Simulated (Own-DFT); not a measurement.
## Calculated data, HfO2 (monoclinic hafnia, atoms displaced)

A calculation, not a measurement: plane-wave density functional theory by an unreviewed code, no spin, of a simulated periodic cell, stress positive in tension, run twice, with PBE and with PBEsol, both on files made for PBE, so the change isn't that of files made for PBEsol, hafnium file: forces about 75 meV/angstrom off all-electron values; oxygen file: force components 24 meV/angstrom off all-electron in one glass; forces on such cells passed a denser k mesh, this cell's mesh not checked; the far tail of each file's local potential was reset to the Coulomb form; each entry is a single point on an unrelaxed cell, so the pressure reflects the starting lattice, mostly measured values (interpolated for alloys), from which strain is counted, and rises with the displacements; printed positions are rounded, which can move forces by about a meV/angstrom; the program, named Own-DFT, is a retired in-house code; no spin-orbit coupling; stress was not checked against mesh or cutoff. Program: Own-DFT development build.

Settings shared by all entries: functional PBE, then PBEsol; potential files PseudoDojo norm-conserving, scalar-relativistic, standard set; wave cutoff 72 hartree; occupations Fermi-Dirac; smearing width 0.1 eV; k mesh 2 x 2 x 2 centred on Gamma.

(1) 
```cif
# cell vector a (Å): 10.2340 0.0000 0.0000
# cell vector b (Å): 0.0000 10.3500 0.0000
# cell vector c (Å): -1.6955 0.0000 10.4453
data_HfO2
_symmetry_space_group_name_H-M 'P 1'
_symmetry_Int_Tables_number 1
_cell_length_a 10.2340
_cell_length_b 10.3500
_cell_length_c 10.5820
_cell_angle_alpha 90.000
_cell_angle_beta 99.220
_cell_angle_gamma 90.000
_cell_volume 1106.39
loop_
_atom_site_label
_atom_site_type_symbol
_atom_site_fract_x
_atom_site_fract_y
_atom_site_fract_z
_atom_site_occupancy
Hf1 Hf 0.14463 0.02489 0.10775 1
Hf2 Hf 0.36872 0.28498 0.14585 1
Hf3 Hf 0.35535 0.47828 0.39935 1
Hf4 Hf 0.14368 0.23409 0.36247 1
O1 O 0.03564 0.17025 0.17467 1
O2 O 0.47188 0.41498 0.08223 1
O3 O 0.45636 0.33080 0.31473 1
O4 O 0.04024 0.07776 0.44281 1
O5 O 0.21602 0.37437 0.22603 1
O6 O 0.27824 0.13445 0.00954 1
O7 O 0.27154 0.11893 0.24532 1
O8 O 0.23622 0.37577 0.48742 1
Hf5 Hf 0.13597 0.01994 0.60929 1
Hf6 Hf 0.34708 0.26617 0.64776 1
Hf7 Hf 0.36944 0.47806 0.89917 1
Hf8 Hf 0.14708 0.23069 0.84977 1
O9 O 0.03720 0.15768 0.68046 1
O10 O 0.46380 0.42288 0.58565 1
O11 O 0.45605 0.34177 0.81897 1
O12 O 0.02856 0.07192 0.91281 1
O13 O 0.20872 0.37518 0.72811 1
O14 O 0.28762 0.12641 0.49431 1
O15 O 0.27507 0.12097 0.75041 1
O16 O 0.21864 0.36199 0.99068 1
Hf9 Hf 0.15715 0.52899 0.10275 1
Hf10 Hf 0.35724 0.77035 0.13777 1
Hf11 Hf 0.36557 0.98281 0.40965 1
Hf12 Hf 0.14946 0.72829 0.34712 1
O17 O 0.02594 0.65942 0.16743 1
O18 O 0.47766 0.89760 0.07150 1
O19 O 0.46451 0.83814 0.32612 1
O20 O 0.02014 0.58807 0.42496 1
O21 O 0.22599 0.87820 0.24130 1
O22 O 0.26826 0.61915 0.00716 1
O23 O 0.26848 0.62187 0.25145 1
O24 O 0.21383 0.87506 0.49296 1
Hf13 Hf 0.13813 0.51230 0.60208 1
Hf14 Hf 0.36670 0.75525 0.66169 1
Hf15 Hf 0.36286 0.97896 0.89583 1
Hf16 Hf 0.13747 0.73828 0.84455 1
O25 O 0.03752 0.66413 0.66054 1
O26 O 0.45655 0.91208 0.58542 1
O27 O 0.46609 0.81414 0.82586 1
O28 O 0.03460 0.57739 0.92237 1
O29 O 0.22302 0.88246 0.74124 1
O30 O 0.27809 0.63222 0.51725 1
O31 O 0.28671 0.62924 0.76772 1
O32 O 0.20879 0.86940 0.98590 1
Hf17 Hf 0.64351 0.01288 0.09885 1
Hf18 Hf 0.86711 0.27498 0.15473 1
Hf19 Hf 0.86874 0.49221 0.38985 1
Hf20 Hf 0.62707 0.23060 0.33886 1
O33 O 0.53255 0.17160 0.17731 1
O34 O 0.96390 0.41324 0.06934 1
O35 O 0.97187 0.33635 0.32225 1
O36 O 0.53394 0.08409 0.42184 1
O37 O 0.73323 0.38209 0.24442 1
O38 O 0.77883 0.13189 0.99728 1
O39 O 0.77983 0.12144 0.25653 1
O40 O 0.72338 0.37268 0.48992 1
Hf21 Hf 0.64783 0.01104 0.61061 1
Hf22 Hf 0.86209 0.27088 0.64204 1
Hf23 Hf 0.85486 0.48202 0.89079 1
Hf24 Hf 0.64474 0.23145 0.87438 1
O41 O 0.53157 0.16663 0.66096 1
O42 O 0.96081 0.41520 0.57489 1
O43 O 0.96450 0.32458 0.82793 1
O44 O 0.53642 0.09107 0.91982 1
O45 O 0.73010 0.36872 0.73632 1
O46 O 0.76145 0.11913 0.50592 1
O47 O 0.77340 0.13553 0.75984 1
O48 O 0.73795 0.37162 0.99959 1
Hf25 Hf 0.63700 0.52311 0.09623 1
Hf26 Hf 0.86210 0.78190 0.15007 1
Hf27 Hf 0.85227 0.98321 0.39924 1
Hf28 Hf 0.62312 0.72946 0.34448 1
O49 O 0.54840 0.66104 0.18497 1
O50 O 0.96107 0.91869 0.07801 1
O51 O 0.96106 0.83276 0.32687 1
O52 O 0.54198 0.57904 0.42112 1
O53 O 0.73339 0.88911 0.22898 1
O54 O 0.78918 0.61132 0.00700 1
O55 O 0.77589 0.63138 0.26240 1
O56 O 0.71990 0.85376 0.48698 1
Hf29 Hf 0.64276 0.51974 0.60487 1
Hf30 Hf 0.85429 0.76571 0.65670 1
Hf31 Hf 0.86955 0.97760 0.89209 1
Hf32 Hf 0.63313 0.72487 0.85942 1
O57 O 0.54582 0.66621 0.68240 1
O58 O 0.96702 0.91918 0.57275 1
O59 O 0.98131 0.82261 0.83661 1
O60 O 0.52559 0.57932 0.93172 1
O61 O 0.72053 0.87829 0.73991 1
O62 O 0.76839 0.62412 0.51870 1
O63 O 0.78269 0.62661 0.75585 1
O64 O 0.73125 0.87817 0.98556 1
_calc_PBE_pressure 8.47  # GPa
_calc_PBE_stress_xx -8.24  # GPa
_calc_PBE_stress_yy -8.29  # GPa
_calc_PBE_stress_zz -8.87  # GPa
_calc_PBE_stress_yz 0.14  # GPa
_calc_PBE_stress_xz 0.53  # GPa
_calc_PBE_stress_xy -0.56  # GPa
_calc_PBEsol_pressure 1.99  # GPa
_calc_PBEsol_stress_xx -1.73  # GPa
_calc_PBEsol_stress_yy -1.87  # GPa
_calc_PBEsol_stress_zz -2.36  # GPa
_calc_PBEsol_stress_yz 0.14  # GPa
_calc_PBEsol_stress_xz 0.83  # GPa
_calc_PBEsol_stress_xy -0.56  # GPa
_calc_rms_change_of_force_components_from_PBE_to_PBEsol 0.062  # eV/angstrom
```

Force:
```csv
force element,PBE force x (eV/Å),PBE force y (eV/Å),PBE force z (eV/Å),PBEsol force x (eV/Å),PBEsol force y (eV/Å),PBEsol force z (eV/Å)
Hf,-2.013,0.651,-0.478,-1.942,0.683,-0.47
Hf,-3.641,-3.979,-1.352,-3.558,-3.853,-1.286
Hf,3.719,0.961,0.024,3.624,0.893,0.077
Hf,-1.167,-2.47,-3.352,-1.13,-2.443,-3.337
O,0.608,-1.207,0.289,0.609,-1.15,0.332
O,0.623,1.448,-1.462,0.597,1.435,-1.477
O,-0.277,2.059,3.031,-0.269,1.984,2.881
O,-0.268,2.588,-3.248,-0.247,2.487,-3.102
O,0.599,0.766,2.252,0.656,0.75,2.189
O,0.613,-1.921,-1.323,0.526,-1.888,-1.301
O,0.502,0.329,1.907,0.404,0.325,1.843
O,-2.139,-1.096,0.351,-2.03,-1.07,0.352
Hf,0.02,-1.636,-1.487,-0.012,-1.568,-1.499
Hf,5.329,-0.235,-1.202,5.207,-0.195,-1.15
Hf,-3.396,-0.875,-1.05,-3.281,-0.874,-0.991
Hf,-3.786,-0.231,1.1,-3.699,-0.249,1.028
O,-0.789,1.18,-0.466,-0.735,1.173,-0.408
O,-0.866,-0.123,-1.15,-0.855,-0.101,-1.194
O,0.644,-0.966,0.909,0.574,-0.935,0.859
O,2.923,1.693,0.846,2.829,1.623,0.87
O,0.62,-0.087,1.177,0.653,-0.124,1.121
O,-1.829,2.535,2.168,-1.832,2.473,2.114
O,0.916,-0.41,1.542,0.825,-0.366,1.496
O,1.75,1.733,-0.478,1.773,1.7,-0.447
Hf,-8.032,-3.647,-1.152,-7.849,-3.53,-1.139
Hf,0.164,0.505,1.401,0.14,0.544,1.408
Hf,0.227,-1.135,-1.262,0.225,-1.124,-1.181
Hf,-4.126,2.144,1.538,-4.019,2.09,1.46
O,1.35,0.482,1.03,1.353,0.498,1.049
O,-0.893,0.662,-0.863,-0.896,0.668,-0.872
O,-0.743,-0.374,-1.331,-0.711,-0.404,-1.352
O,4.98,1.973,0.146,4.856,1.884,0.177
O,0.293,-0.637,-0.781,0.338,-0.651,-0.773
O,3.622,2.926,-0.576,3.478,2.851,-0.539
O,2.288,-0.005,1.576,2.155,0.015,1.517
O,0.834,-1.147,-0.848,0.859,-1.099,-0.84
Hf,-2.321,2.519,-0.214,-2.291,2.498,-0.229
Hf,-0.212,2.306,-4.11,-0.204,2.273,-3.96
Hf,-0.182,0.501,-0.284,-0.2,0.463,-0.259
Hf,1.083,-4.328,0.797,1.063,-4.236,0.776
O,0.026,0.368,1.051,0.035,0.352,1.075
O,1.161,0.206,0.084,1.13,0.221,0.019
O,-1.05,2.968,2.878,-1.008,2.845,2.752
O,0.825,0.937,-0.966,0.796,0.898,-0.877
O,1.178,-0.473,1.266,1.195,-0.481,1.265
O,-0.235,-1.379,-1.919,-0.285,-1.38,-1.879
O,-0.611,-2.562,0.379,-0.607,-2.464,0.363
O,2.643,0.534,1.214,2.633,0.522,1.171
Hf,0.583,2.314,0.218,0.619,2.253,0.185
Hf,1.433,0.445,-1.968,1.417,0.508,-1.896
Hf,-4.143,-2.402,0.344,-4.061,-2.381,0.367
Hf,2.039,0.078,4.031,1.972,0.015,3.886
O,0.693,-2.12,-2.884,0.674,-2.002,-2.734
O,0.74,0.107,0.743,0.669,0.111,0.682
O,0.418,0.561,1.828,0.402,0.519,1.718
O,-0.102,-0.416,-0.326,-0.113,-0.419,-0.277
O,-1.256,0.416,-0.862,-1.159,0.386,-0.851
O,-0.251,-0.943,2.041,-0.33,-0.925,1.959
O,-0.758,0.117,-0.098,-0.806,0.11,-0.095
O,-0.12,-0.59,-0.424,-0.06,-0.55,-0.375
Hf,-3.102,3.244,-1.399,-3.021,3.238,-1.394
Hf,-0.532,-0.766,0.489,-0.55,-0.688,0.546
Hf,4.233,-2.191,0.909,4.137,-2.164,0.961
Hf,1.176,1.002,-4.727,1.224,0.892,-4.631
O,-0.614,-0.157,1.099,-0.606,-0.169,1.102
O,1.578,0.411,-0.085,1.548,0.426,-0.118
O,0.672,0.237,-0.396,0.66,0.209,-0.457
O,-2.228,-2.139,0.626,-2.158,-2.095,0.66
O,-1.258,2.174,0.811,-1.144,2.117,0.786
O,1.61,0.592,0.322,1.521,0.53,0.316
O,-0.078,-2.547,0.276,-0.123,-2.471,0.278
O,-2.753,-0.299,-1.097,-2.624,-0.289,-1.078
Hf,3.344,-1.056,3.292,3.265,-1.001,3.192
Hf,2.068,-2.751,0.025,2.036,-2.626,0.084
Hf,2.019,-1.051,0.401,1.972,-1.06,0.423
Hf,2.592,-0.34,4.377,2.508,-0.414,4.268
O,-3.492,-0.123,-4.572,-3.382,-0.103,-4.431
O,1.171,0.928,-0.141,1.116,0.909,-0.201
O,0.882,0.196,0.053,0.833,0.176,-0.029
O,-2.12,-0.496,-0.096,-2.047,-0.476,-0.043
O,-2.038,-0.277,1.38,-1.916,-0.261,1.319
O,-2.906,2.865,0.507,-2.897,2.741,0.467
O,0.213,-0.345,-0.509,0.162,-0.341,-0.488
O,0.529,2.123,0.785,0.578,2.101,0.784
Hf,0.044,-2.092,-0.782,0.075,-2.004,-0.806
Hf,2.657,-0.185,-3.622,2.56,-0.2,-3.526
Hf,-0.707,0.953,0.271,-0.685,0.915,0.336
Hf,2.532,0.11,-0.173,2.441,0.08,-0.254
O,-0.367,-0.34,-0.242,-0.363,-0.304,-0.156
O,-2.134,-1.498,1.721,-2.066,-1.411,1.627
O,-5.051,2.447,-1.318,-4.921,2.388,-1.337
O,2.245,2.175,-0.581,2.192,2.099,-0.521
O,0.786,-0.717,1.313,0.83,-0.712,1.257
O,1.602,0.625,-0.548,1.506,0.599,-0.508
O,-1.185,-0.834,1.58,-1.204,-0.793,1.522
O,-1.632,-1.497,-0.191,-1.552,-1.43,-0.154
```

(2) 
```cif
# cell vector a (Å): 10.2340 0.0000 0.0000
# cell vector b (Å): 0.0000 10.3500 0.0000
# cell vector c (Å): -1.6955 0.0000 10.4453
data_HfO2
_symmetry_space_group_name_H-M 'P 1'
_symmetry_Int_Tables_number 1
_cell_length_a 10.2340
_cell_length_b 10.3500
_cell_length_c 10.5820
_cell_angle_alpha 90.000
_cell_angle_beta 99.220
_cell_angle_gamma 90.000
_cell_volume 1106.39
loop_
_atom_site_label
_atom_site_type_symbol
_atom_site_fract_x
_atom_site_fract_y
_atom_site_fract_z
_atom_site_occupancy
Hf1 Hf 0.12937 0.02681 0.10180 1
Hf2 Hf 0.37251 0.25873 0.13781 1
Hf3 Hf 0.36567 0.47343 0.40205 1
Hf4 Hf 0.14428 0.23982 0.35873 1
O1 O 0.03784 0.17847 0.18375 1
O2 O 0.45212 0.41557 0.07553 1
O3 O 0.46747 0.33284 0.33303 1
O4 O 0.04043 0.08532 0.42000 1
O5 O 0.22684 0.38331 0.23874 1
O6 O 0.26952 0.13283 0.01117 1
O7 O 0.27700 0.13329 0.25957 1
O8 O 0.21520 0.38568 0.48752 1
Hf5 Hf 0.13707 0.00705 0.59842 1
Hf6 Hf 0.36196 0.28288 0.63738 1
Hf7 Hf 0.37459 0.47662 0.90082 1
Hf8 Hf 0.14748 0.22276 0.84734 1
O9 O 0.05067 0.17762 0.66773 1
O10 O 0.46712 0.41777 0.57591 1
O11 O 0.46132 0.33613 0.81597 1
O12 O 0.03085 0.07596 0.92834 1
O13 O 0.22341 0.37488 0.74607 1
O14 O 0.28611 0.12830 0.52664 1
O15 O 0.26765 0.12135 0.76513 1
O16 O 0.22654 0.37512 0.99081 1
Hf9 Hf 0.15565 0.52029 0.10956 1
Hf10 Hf 0.36183 0.76901 0.13776 1
Hf11 Hf 0.35792 0.98162 0.40031 1
Hf12 Hf 0.14527 0.72534 0.36885 1
O17 O 0.03848 0.66861 0.15980 1
O18 O 0.45526 0.91986 0.06698 1
O19 O 0.46066 0.82653 0.32307 1
O20 O 0.04254 0.58035 0.45087 1
O21 O 0.22099 0.87567 0.23479 1
O22 O 0.28124 0.64474 0.02291 1
O23 O 0.28160 0.62467 0.27145 1
O24 O 0.21276 0.86880 0.48163 1
Hf13 Hf 0.13785 0.52492 0.61568 1
Hf14 Hf 0.35734 0.77021 0.65709 1
Hf15 Hf 0.36020 0.98426 0.86840 1
Hf16 Hf 0.13786 0.73295 0.86125 1
O25 O 0.03100 0.66334 0.66001 1
O26 O 0.45647 0.90556 0.56189 1
O27 O 0.45347 0.82861 0.82688 1
O28 O 0.02171 0.58475 0.93572 1
O29 O 0.21427 0.87543 0.74573 1
O30 O 0.28283 0.62972 0.50597 1
O31 O 0.27084 0.61658 0.74868 1
O32 O 0.23462 0.85894 0.98858 1
Hf17 Hf 0.63938 0.02232 0.09983 1
Hf18 Hf 0.86288 0.27830 0.14114 1
Hf19 Hf 0.87149 0.47240 0.40057 1
Hf20 Hf 0.63801 0.24643 0.35651 1
O33 O 0.54117 0.16360 0.18158 1
O34 O 0.98321 0.41957 0.08357 1
O35 O 0.95647 0.34516 0.32333 1
O36 O 0.54868 0.09550 0.42513 1
O37 O 0.71276 0.37178 0.22952 1
O38 O 0.75598 0.12417 0.00381 1
O39 O 0.77478 0.11924 0.24664 1
O40 O 0.72727 0.36104 0.50416 1
Hf21 Hf 0.63692 0.03762 0.60008 1
Hf22 Hf 0.85201 0.28621 0.63932 1
Hf23 Hf 0.85259 0.48440 0.89211 1
Hf24 Hf 0.64620 0.22897 0.86642 1
O41 O 0.54183 0.15885 0.67467 1
O42 O 0.96711 0.41683 0.56290 1
O43 O 0.96624 0.32654 0.82480 1
O44 O 0.54437 0.08251 0.92201 1
O45 O 0.73457 0.37003 0.73243 1
O46 O 0.77305 0.13588 0.51471 1
O47 O 0.77977 0.11635 0.75620 1
O48 O 0.73170 0.37206 0.99318 1
Hf25 Hf 0.63771 0.52559 0.10799 1
Hf26 Hf 0.86177 0.76079 0.14181 1
Hf27 Hf 0.85622 0.98060 0.37435 1
Hf28 Hf 0.63127 0.73442 0.36240 1
O49 O 0.53823 0.66766 0.18033 1
O50 O 0.96373 0.91263 0.08178 1
O51 O 0.95974 0.83470 0.33894 1
O52 O 0.53795 0.57125 0.41992 1
O53 O 0.70994 0.87235 0.23707 1
O54 O 0.76990 0.62752 0.99453 1
O55 O 0.78737 0.61628 0.26134 1
O56 O 0.72454 0.86701 0.48788 1
Hf29 Hf 0.63845 0.53083 0.60521 1
Hf30 Hf 0.85095 0.75536 0.64321 1
Hf31 Hf 0.85840 0.96661 0.90687 1
Hf32 Hf 0.63427 0.71963 0.85559 1
O57 O 0.53422 0.67111 0.66951 1
O58 O 0.96413 0.90981 0.58671 1
O59 O 0.96820 0.83909 0.83962 1
O60 O 0.54508 0.57817 0.92264 1
O61 O 0.73590 0.87592 0.75001 1
O62 O 0.78285 0.62272 0.51522 1
O63 O 0.76688 0.62300 0.75297 1
O64 O 0.70977 0.87453 0.99115 1
_calc_PBE_pressure 8.77  # GPa
_calc_PBE_stress_xx -7.08  # GPa
_calc_PBE_stress_yy -9.24  # GPa
_calc_PBE_stress_zz -9.98  # GPa
_calc_PBE_stress_yz -0.79  # GPa
_calc_PBE_stress_xz -0.9  # GPa
_calc_PBE_stress_xy 0.73  # GPa
_calc_PBEsol_pressure 2.28  # GPa
_calc_PBEsol_stress_xx -0.64  # GPa
_calc_PBEsol_stress_yy -2.79  # GPa
_calc_PBEsol_stress_zz -3.42  # GPa
_calc_PBEsol_stress_yz -0.78  # GPa
_calc_PBEsol_stress_xz -0.53  # GPa
_calc_PBEsol_stress_xy 0.75  # GPa
_calc_rms_change_of_force_components_from_PBE_to_PBEsol 0.064  # eV/angstrom
```

Force:
```csv
force element,PBE force x (eV/Å),PBE force y (eV/Å),PBE force z (eV/Å),PBEsol force x (eV/Å),PBEsol force y (eV/Å),PBEsol force z (eV/Å)
Hf,0.816,-0.282,1.018,0.77,-0.214,0.953
Hf,-2.371,-0.043,1.689,-2.34,-0.02,1.681
Hf,-1.095,2.18,-2.438,-1.071,2.112,-2.359
Hf,-1.181,-1.344,-0.892,-1.144,-1.369,-0.933
O,-0.199,-1.061,-1.155,-0.181,-1.009,-1.076
O,3.078,1.483,0.567,2.993,1.457,0.483
O,-0.588,-0.005,-0.558,-0.553,-0.016,-0.566
O,-0.084,-0.012,-0.301,-0.055,-0.024,-0.257
O,0.603,-0.915,1.159,0.621,-0.89,1.14
O,0.743,-0.887,-0.552,0.664,-0.841,-0.534
O,0.023,-0.816,1.044,-0.037,-0.759,1.01
O,1.074,-1.544,0.576,1.118,-1.507,0.555
Hf,-3.964,2.516,0.281,-3.889,2.489,0.249
Hf,-0.824,-1.812,1.809,-0.818,-1.721,1.803
Hf,-3.188,-0.759,-1.596,-3.102,-0.85,-1.531
Hf,-4.671,2.442,1.164,-4.542,2.374,1.082
O,-0.572,-1.12,-0.824,-0.512,-1.099,-0.712
O,0.543,0.066,0.672,0.497,0.068,0.596
O,1.228,-0.112,1.321,1.158,-0.1,1.251
O,0.358,0.801,-0.188,0.364,0.731,-0.097
O,1.038,0.554,-0.721,1.081,0.515,-0.707
O,0.098,0.068,-1.762,0.056,0.069,-1.725
O,2.783,-0.994,-1.955,2.653,-0.988,-1.891
O,0.464,0.121,-0.79,0.53,0.132,-0.758
Hf,-1.719,0.143,-0.414,-1.693,0.159,-0.418
Hf,0.76,4.219,3.441,0.721,4.18,3.374
Hf,1.13,-0.399,-2.135,1.085,-0.459,-2.026
Hf,-1.138,-0.984,-3.125,-1.053,-0.984,-3.029
O,-0.688,0.494,1.785,-0.687,0.482,1.75
O,1.086,0.613,0.039,1.053,0.586,-0.01
O,-0.284,1.45,1.322,-0.257,1.377,1.262
O,-0.239,1.963,-4.673,-0.222,1.88,-4.494
O,0.029,0.943,0.53,0.094,0.903,0.521
O,-0.779,-4.996,-3.803,-0.837,-4.863,-3.682
O,-0.249,-0.623,-0.535,-0.309,-0.607,-0.518
O,0.877,1.212,1.655,0.895,1.191,1.607
Hf,0.61,-2.141,-0.63,0.597,-2.022,-0.682
Hf,0.427,-0.879,-3.229,0.425,-0.843,-3.126
Hf,0.308,-0.702,6.416,0.271,-0.767,6.321
Hf,-2.021,-0.635,0.224,-1.962,-0.591,0.225
O,-1.341,1.683,2.72,-1.307,1.63,2.655
O,0.361,0.474,1.579,0.29,0.492,1.48
O,1.675,-0.886,-0.055,1.606,-0.859,-0.13
O,1.711,1.195,-2.079,1.663,1.142,-1.978
O,0.78,0.103,-1.348,0.836,0.093,-1.312
O,0.018,0.429,1.728,-0.067,0.418,1.671
O,1.114,0.827,2.922,1.031,0.835,2.815
O,-1.413,2.488,-1.313,-1.325,2.38,-1.301
Hf,-2.546,-2.073,1.602,-2.45,-1.985,1.525
Hf,1.499,-0.288,0.558,1.463,-0.215,0.596
Hf,-1.6,3.499,-0.166,-1.52,3.38,-0.093
Hf,0.948,-2.714,-0.037,0.905,-2.698,-0.049
O,-0.81,0.382,-1.12,-0.798,0.418,-1.068
O,-2.524,-1.269,-0.204,-2.477,-1.235,-0.22
O,2.206,-2.721,-1.18,2.139,-2.661,-1.191
O,-2.691,-1.407,-0.687,-2.594,-1.357,-0.6
O,0.219,1.044,0.279,0.263,1,0.258
O,3.646,1.607,1.174,3.46,1.566,1.131
O,0.819,0.393,0.718,0.751,0.364,0.682
O,-1.59,3.589,-3.375,-1.488,3.496,-3.285
Hf,2.802,-3.769,0.328,2.761,-3.571,0.283
Hf,5.983,-5.947,2.192,5.809,-5.776,2.143
Hf,4.243,-2.151,0.519,4.144,-2.113,0.547
Hf,0.299,-0.958,-3.867,0.325,-1.03,-3.789
O,-3.306,3.037,1.312,-3.192,2.977,1.297
O,-0.27,-1.506,2.842,-0.297,-1.436,2.717
O,-0.675,1.568,0.594,-0.677,1.52,0.504
O,-2.733,0.002,-1.474,-2.628,-0.001,-1.392
O,-3.989,3.416,2.549,-3.822,3.343,2.48
O,1.233,-0.39,-1.211,1.091,-0.346,-1.151
O,-0.55,0.669,1.282,-0.637,0.671,1.239
O,-0.592,0.406,-0.587,-0.512,0.388,-0.576
Hf,-0.043,-0.276,1.512,-0.028,-0.229,1.453
Hf,0.864,0.173,1.634,0.859,0.199,1.622
Hf,-0.25,0.255,3.512,-0.249,0.169,3.433
Hf,0.508,0.004,-1.276,0.486,0.005,-1.303
O,0.857,-1.372,-1.452,0.852,-1.33,-1.383
O,-0.745,-0.039,0.88,-0.736,-0.037,0.787
O,0.883,-1.553,-1.574,0.839,-1.481,-1.576
O,1.162,1.029,0.663,1.121,1.011,0.729
O,1.129,0.325,-0.049,1.162,0.327,-0.034
O,0.224,0.479,2.078,0.161,0.45,2.007
O,-0.634,0.086,-0.809,-0.67,0.099,-0.821
O,-0.016,0.21,0.156,0.036,0.168,0.122
Hf,-0.309,-2.263,-1.303,-0.288,-2.161,-1.306
Hf,2.623,4.971,0.304,2.547,4.874,0.294
Hf,0.084,2.146,-2.904,0.096,2.037,-2.835
Hf,0.919,4.614,-1.195,0.934,4.453,-1.191
O,-0.395,-0.126,0.481,-0.369,-0.131,0.533
O,0.438,0.463,-0.577,0.471,0.441,-0.596
O,1.389,-2.304,-0.609,1.355,-2.252,-0.596
O,-1.699,-1.152,0.316,-1.648,-1.131,0.368
O,-1.531,-0.807,-0.84,-1.405,-0.818,-0.783
O,-1.494,-0.587,-0.723,-1.525,-0.556,-0.643
O,0.139,-1.247,1.281,0.066,-1.206,1.24
O,0.749,-1.966,-0.14,0.801,-1.893,-0.142
```
